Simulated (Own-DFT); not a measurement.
Hf16O31 (monoclinic hafnia with two neutral oxygen vacancies, atoms displaced), Hf16O31 (monoclinic hafnia with two neutral oxygen vacancies, strained, atoms displaced) (calculated)

A calculation, not a measurement: plane-wave PBE and HSE06 DFT by an unreviewed code, no spin, of a simulated cell at Gamma alone, so results move with cell size and shape, stress positive in tension, energies less offsets, not probed for a lower state with spin; hafnium file: forces about 75 meV/angstrom off all-electron values; oxygen file: force components 24 meV/angstrom off all-electron in a glass; k mesh not checked against a denser one; forces and stress are PBE's, HSE06 gives the energy alone, and its difference from PBE has offsets of its own; offsets are fitted by least squares, one for each functional and potential file, so energies compare only between cells with the same atoms and settings and are not formation energies; the far tail of each file's local potential was reset to the Coulomb form; each entry is a single point on an unrelaxed cell, so the pressure reflects the starting lattice, mostly measured values, from which strain is counted, and rises with the displacements; printed positions are rounded, which can move forces by about a meV/angstrom; the program is a retired in-house code; no spin-orbit coupling. Program: Own-DFT development build.

Settings shared by all entries: first functional PBE; second functional HSE06; exact exchange share 0.25; screening 0.11 1/bohr; exchange divergence Gygi-Baldereschi; potential files PseudoDojo norm-conserving, scalar-relativistic, made for PBE, standard set; wave cutoff 48 hartree; occupations fixed; k mesh 1 x 1 x 1 centred on Gamma.

(1) Hf16O31 (monoclinic hafnia with two neutral oxygen vacancies, atoms displaced)

```
Hf16O31
1.0
     10.2340     0.0000     0.0000
      0.0000    10.3500     0.0000
     -1.6955     0.0000    10.4453
Hf O Hf O Hf O Hf O Hf O Hf O Hf O Hf O
4 7 4 7 4 8 4 8 4 8 4 8 4 8 4 8
Direct
  0.14110 0.02120 0.11071
  0.37715 0.25992 0.15348
  0.38464 0.49239 0.40841
  0.13879 0.23851 0.35246
  0.04406 0.16952 0.17828
  0.46499 0.42214 0.07520
  0.46278 0.32520 0.32063
  0.03670 0.08571 0.42146
  0.22337 0.37583 0.24272
  0.26716 0.11331 0.25539
  0.22865 0.37728 0.49614
  0.14095 0.02110 0.59443
  0.35496 0.26768 0.63969
  0.35752 0.48487 0.90237
  0.13904 0.22966 0.86550
  0.04067 0.17543 0.67320
  0.46880 0.41252 0.58293
  0.44574 0.33034 0.82189
  0.22503 0.37879 0.73884
  0.27867 0.12865 0.51662
  0.27816 0.12357 0.76190
  0.22788 0.38244 0.98402
  0.13388 0.52101 0.08604
  0.35831 0.78079 0.13906
  0.37792 0.98620 0.40566
  0.14760 0.73538 0.35068
  0.03472 0.65598 0.17426
  0.45525 0.91607 0.07647
  0.47097 0.82914 0.32718
  0.03093 0.58724 0.42322
  0.22970 0.87722 0.23671
  0.27634 0.62905 0.02356
  0.27124 0.63759 0.26548
  0.21444 0.87459 0.48196
  0.12851 0.50886 0.59631
  0.36407 0.75673 0.64642
  0.34845 0.97327 0.89663
  0.15872 0.74645 0.87080
  0.03582 0.66763 0.67987
  0.44604 0.90814 0.57643
  0.44688 0.85247 0.83046
  0.02745 0.57745 0.92368
  0.21991 0.87386 0.73163
  0.27166 0.61957 0.52455
  0.27475 0.63148 0.76137
  0.23562 0.87063 0.99498
  0.63696 0.01318 0.11145
  0.85735 0.27199 0.14240
  0.86226 0.48056 0.39016
  0.63826 0.22365 0.36623
  0.54930 0.17168 0.18016
  0.95403 0.41428 0.07726
  0.95041 0.34216 0.32090
  0.51920 0.09649 0.42734
  0.73372 0.37862 0.24186
  0.76907 0.12626 0.01340
  0.77351 0.11267 0.25413
  0.74451 0.36301 0.49588
  0.63295 0.02275 0.59958
  0.87298 0.28255 0.66040
  0.86518 0.48844 0.89167
  0.64517 0.23407 0.85236
  0.52899 0.15399 0.65782
  0.97232 0.41296 0.59405
  0.95867 0.32453 0.82342
  0.54137 0.07387 0.92248
  0.72163 0.38717 0.74716
  0.78632 0.13368 0.51492
  0.78037 0.12201 0.74169
  0.72704 0.36697 0.00417
  0.63117 0.50739 0.10523
  0.85531 0.77537 0.15350
  0.86280 0.97329 0.39080
  0.63467 0.73629 0.35154
  0.54393 0.66857 0.16921
  0.97857 0.92490 0.07888
  0.95160 0.83458 0.32499
  0.53041 0.57616 0.44157
  0.72255 0.87668 0.24337
  0.76137 0.63127 0.01154
  0.77005 0.61652 0.25384
  0.71968 0.87159 0.49124
  0.62333 0.52386 0.60173
  0.86960 0.76744 0.64845
  0.86216 0.98667 0.90561
  0.62527 0.72682 0.84713
  0.54468 0.66942 0.67250
  0.96857 0.91834 0.58595
  0.96276 0.83130 0.82463
  0.54239 0.57279 0.93425
  0.73153 0.87072 0.74388
  0.77452 0.62947 0.51017
  0.78176 0.60875 0.75680
  0.71428 0.88395 0.98257
```

| Quantity | Value |
| --- | --- |
| PBE energy of cell above offsets | -76.218 eV |
| HSE06 less PBE above offsets | 1.026 eV |
| PBE pressure | 9.76 GPa |
| PBE stress xx | -12.08 GPa |
| PBE stress yy | -8.44 GPa |
| PBE stress zz | -8.76 GPa |
| PBE stress yz | -0.96 GPa |
| PBE stress xz | -2.64 GPa |
| PBE stress xy | -3.13 GPa |

Force:
```
element  x (eV/Å)  y (eV/Å)  z (eV/Å)
     Hf     0.342     2.397    -0.099
     Hf    -2.504     1.434    -1.546
     Hf    -10.71    -5.576    -4.084
     Hf     -0.53     0.082    -0.615
      O    -1.327     0.239    -1.011
      O    -2.552    -2.454     0.913
      O     0.521     1.595     2.592
      O     -0.33    -0.033    -0.451
      O     0.545     0.491    -0.805
      O     2.202     0.943     1.516
      O     0.063    -1.165    -1.056
     Hf    -2.009    -0.044     1.979
     Hf    -0.552     0.553     2.661
     Hf      1.57    -1.056    -2.886
     Hf     0.425    -0.355    -2.302
      O     0.858    -0.984     0.531
      O    -0.223    -0.242    -0.566
      O     2.674    -0.335      1.12
      O    -0.722     0.599     0.095
      O     0.395    -0.176    -1.989
      O    -0.486    -0.584     0.826
      O    -1.056    -1.919     0.568
     Hf    -1.912    -1.661     4.852
     Hf     1.063    -3.371     3.783
     Hf    -5.636    -3.142    -2.326
     Hf    -2.382    -1.268     0.425
      O    -1.085     1.667    -0.266
      O     2.087     1.707     0.585
      O    -1.433     1.601     0.349
      O     0.443     0.227    -0.169
      O    -0.237     0.168     0.113
      O     0.585     0.906    -1.791
      O     2.291    -1.942     0.529
      O     0.554    -0.369     0.052
     Hf      0.79      2.63      2.36
     Hf    -3.276     1.522    -0.144
     Hf      1.08     7.009    -0.962
     Hf    -4.638    -3.208    -5.998
      O     0.862     -0.97    -0.115
      O     2.588     1.102     0.105
      O     4.426    -5.489    -1.666
      O     2.849     2.274    -0.868
      O    -0.316     0.127       1.1
      O     2.138     1.142    -1.831
      O     0.647    -0.865     2.181
      O    -2.044     0.779     0.738
     Hf    -0.293     1.409    -2.849
     Hf      0.78    -0.726     1.064
     Hf     -1.22     1.476     1.091
     Hf     3.796     1.962    -0.511
      O    -0.711     -0.75    -0.514
      O     2.045     0.853    -0.602
      O     3.694    -2.381     0.733
      O      2.93      0.72     0.321
      O     -2.42    -0.561     0.214
      O      1.03     0.275    -0.716
      O     0.182    -0.165     1.306
      O     -2.23     1.253    -0.948
     Hf     3.478    -1.494     2.246
     Hf    -2.472    -3.949    -4.359
     Hf    -2.851     -1.66     1.546
     Hf    -2.139    -0.936     0.147
      O    -0.836     2.159     1.737
      O    -0.129     1.415    -2.187
      O      1.25     1.541     5.141
      O    -0.663      1.21     0.013
      O    -0.834    -1.363    -0.103
      O    -1.971    -1.488    -1.656
      O      -1.4    -0.663     3.034
      O    -1.104    -0.479    -2.702
     Hf     3.228     2.208     1.278
     Hf     1.354    -2.788    -2.515
     Hf    -0.442     3.139     3.291
     Hf     2.382    -1.903     0.215
      O    -1.855     0.775      0.64
      O    -2.856    -1.735    -0.383
      O     2.499    -1.616    -0.276
      O     5.972     6.091    -2.761
      O    -0.916    -0.283    -0.184
      O     1.484     0.785    -0.706
      O     0.579     0.794     1.045
      O    -0.076     0.448    -0.991
     Hf     7.124    -2.591     4.196
     Hf     0.223     0.072     0.046
     Hf     0.271    -1.356    -2.216
     Hf      2.65     1.171     3.293
      O    -2.047     1.255     0.254
      O    -0.266     0.201    -1.524
      O     1.222     0.823     2.586
      O    -1.415     1.448    -3.405
      O    -1.613     0.716    -0.289
      O    -0.967    -0.134    -0.576
      O    -1.263     2.117    -0.265
      O      0.78     -1.28     1.375
```

(2) Hf16O31 (monoclinic hafnia with two neutral oxygen vacancies, strained, atoms displaced)

```
Hf16O31
1.0
     10.1184    -0.1229    -0.0201
     -0.1243    10.1676    -0.0880
     -1.6969    -0.0684    10.4503
Hf O Hf O Hf O Hf O Hf O Hf O Hf O Hf O
4 8 4 8 4 8 4 7 4 8 4 8 4 8 4 7
Direct
  0.13389 0.01785 0.10273
  0.35929 0.26875 0.14581
  0.36128 0.48303 0.39792
  0.13114 0.22641 0.35317
  0.04226 0.16354 0.17579
  0.45888 0.41233 0.08224
  0.46137 0.33130 0.32363
  0.04219 0.08082 0.42492
  0.22485 0.37562 0.23744
  0.27099 0.12630 0.00682
  0.27631 0.11802 0.25981
  0.22711 0.37132 0.48959
  0.13466 0.02100 0.60186
  0.36157 0.26840 0.64747
  0.36123 0.47763 0.89113
  0.14053 0.22571 0.85489
  0.03727 0.16515 0.67302
  0.46239 0.41736 0.58111
  0.45415 0.33544 0.82119
  0.03521 0.08635 0.92626
  0.22232 0.38222 0.74131
  0.27570 0.13177 0.51139
  0.27818 0.11563 0.76101
  0.22334 0.37251 0.98850
  0.13986 0.51908 0.10591
  0.36439 0.76949 0.15119
  0.35923 0.98419 0.39810
  0.13465 0.72800 0.35383
  0.04029 0.66348 0.17541
  0.46381 0.91613 0.08223
  0.46240 0.83600 0.32475
  0.03728 0.58305 0.42277
  0.22606 0.87395 0.24150
  0.27868 0.63218 0.01641
  0.27412 0.61997 0.25770
  0.22455 0.86732 0.48892
  0.14329 0.52241 0.60632
  0.36186 0.77091 0.64598
  0.35930 0.98060 0.89603
  0.13227 0.72897 0.85037
  0.45723 0.91949 0.57398
  0.46453 0.83579 0.82177
  0.03935 0.58816 0.92627
  0.22426 0.88159 0.73982
  0.27517 0.62970 0.51018
  0.27185 0.62152 0.75859
  0.22090 0.87092 0.99006
  0.64012 0.02132 0.10470
  0.86786 0.27531 0.14506
  0.86439 0.48492 0.39245
  0.64013 0.22968 0.35388
  0.53865 0.15523 0.17233
  0.95927 0.41610 0.07810
  0.96424 0.33379 0.32822
  0.53779 0.07984 0.42589
  0.72462 0.37903 0.24713
  0.77861 0.12845 0.00907
  0.77181 0.11970 0.26137
  0.72349 0.37586 0.48906
  0.64134 0.02153 0.60311
  0.86082 0.27701 0.64512
  0.86048 0.48463 0.89794
  0.63676 0.23345 0.85741
  0.54254 0.16879 0.66757
  0.96086 0.41502 0.57503
  0.96401 0.33137 0.83282
  0.53517 0.08396 0.92098
  0.72603 0.37555 0.73882
  0.77517 0.12431 0.51229
  0.77274 0.12449 0.76467
  0.72233 0.37272 0.99528
  0.63440 0.51981 0.10551
  0.86193 0.77241 0.15082
  0.85816 0.97762 0.39371
  0.63685 0.73128 0.35118
  0.53312 0.66428 0.17235
  0.96195 0.91913 0.07825
  0.96241 0.83571 0.32966
  0.54400 0.58311 0.42900
  0.72215 0.88182 0.23721
  0.77286 0.63244 0.01366
  0.77702 0.62385 0.25797
  0.72858 0.87158 0.48990
  0.63589 0.51683 0.60040
  0.86305 0.77021 0.64518
  0.86259 0.97895 0.89591
  0.63696 0.72917 0.85498
  0.53271 0.66506 0.66981
  0.96859 0.91230 0.58151
  0.53749 0.58808 0.92362
  0.72446 0.87548 0.73833
  0.77639 0.63502 0.51065
  0.76852 0.62454 0.75911
  0.72579 0.86662 0.99162
```

| Property | Result |
| --- | --- |
| PBE energy of cell above offsets | -88.881 eV |
| HSE06 less PBE above offsets | -0.362 eV |
| PBE pressure | 11.8 GPa |
| PBE stress xx | -12.22 GPa |
| PBE stress yy | -14.22 GPa |
| PBE stress zz | -8.97 GPa |
| PBE stress yz | -0.92 GPa |
| PBE stress xz | -1.07 GPa |
| PBE stress xy | -4.38 GPa |

Force:
```
element  x (eV/Å)  y (eV/Å)  z (eV/Å)
     Hf     2.231    -0.832     0.656
     Hf    -0.114    -1.036     0.448
     Hf     0.093    -0.855    -0.701
     Hf     2.166     0.801     0.462
      O    -1.812     1.034    -0.552
      O     1.473     1.082    -1.115
      O     0.598     0.218     0.847
      O    -1.771    -0.727    -0.466
      O     -0.53      0.38     0.092
      O      0.69     0.477     0.298
      O    -0.104     0.258     0.104
      O    -0.633     0.114    -0.072
     Hf     1.412    -0.616      1.23
     Hf     0.044    -0.328     -1.05
     Hf     -1.13     1.545      1.34
     Hf    -0.425     0.715    -0.443
      O     -0.68     0.616    -0.007
      O     0.051     0.051    -0.456
      O     2.013    -0.781     1.308
      O    -0.825    -0.674    -0.328
      O    -0.345    -0.434    -0.601
      O     0.248    -0.351    -0.308
      O    -0.026     1.134    -0.145
      O    -0.316     -0.28    -0.119
     Hf     1.257     0.288    -0.173
     Hf    -0.997     0.841    -1.226
     Hf    -0.133    -0.787    -0.564
     Hf     1.374     0.999     0.088
      O    -1.599     0.614     -0.41
      O     0.385     0.225    -0.882
      O      1.15    -0.427     1.205
      O    -0.212    -0.288     0.516
      O    -0.883     0.607    -0.258
      O     0.165    -1.115    -0.849
      O     0.316     -0.58     1.307
      O    -0.707     0.441     0.035
     Hf    -0.894    -0.402    -0.023
     Hf     0.125     0.841    -0.046
     Hf     0.082     -1.16     0.177
     Hf     0.723     1.303     0.108
      O       1.1     0.091     0.602
      O      0.21     0.116     0.815
      O    -1.293    -0.855    -0.047
      O    -0.359     -0.58    -0.058
      O      0.32    -0.536    -0.265
      O    -0.369     -0.04     0.221
      O     -0.42     0.029    -0.372
     Hf     0.094    -0.704    -0.755
     Hf    -1.577    -1.955     0.601
     Hf    -1.392    -0.415     0.827
     Hf    -0.952    -0.404     0.011
      O    -1.685     2.076     0.495
      O     1.345     1.325    -0.423
      O      0.11     0.004     -0.06
      O     0.191      0.68    -0.619
      O     0.174     0.297    -1.222
      O      0.18     0.522     0.452
      O     1.164     0.162     0.383
      O    -0.141    -0.626    -0.059
     Hf    -0.793    -0.749     0.853
     Hf     0.072    -1.628     0.922
     Hf     0.207    -0.066    -0.973
     Hf     0.354    -1.095    -0.852
      O    -1.311     0.935     0.485
      O     1.468     1.285    -0.049
      O     0.003     0.478    -0.083
      O     0.045     0.291     0.066
      O    -0.477      0.86       0.4
      O     1.109     1.152    -0.209
      O     0.524    -0.607     0.138
      O    -0.336     0.083    -0.478
     Hf     0.318    -0.115     0.174
     Hf     0.224    -0.434    -1.275
     Hf    -0.055     0.912     0.566
     Hf    -0.422     0.307     0.637
      O     0.462    -0.219     0.422
      O    -0.291    -0.404    -0.129
      O     0.462    -0.488    -0.064
      O    -1.304    -0.073    -1.348
      O     0.151    -0.686     0.452
      O     0.728    -0.867    -0.132
      O    -0.104    -0.203     0.444
      O     -0.67     0.073    -0.582
     Hf     0.688      0.92     1.474
     Hf     -0.17    -0.398      1.06
     Hf    -0.646    -0.147    -0.765
     Hf     0.195     0.874    -0.831
      O     -0.25     0.016     0.048
      O     -0.45    -0.004    -0.621
      O    -1.298     -1.57     0.433
      O     0.837       0.6     0.084
      O     0.812    -0.849    -0.522
      O     0.839    -0.983     0.459
      O    -0.084     0.705    -0.158
```
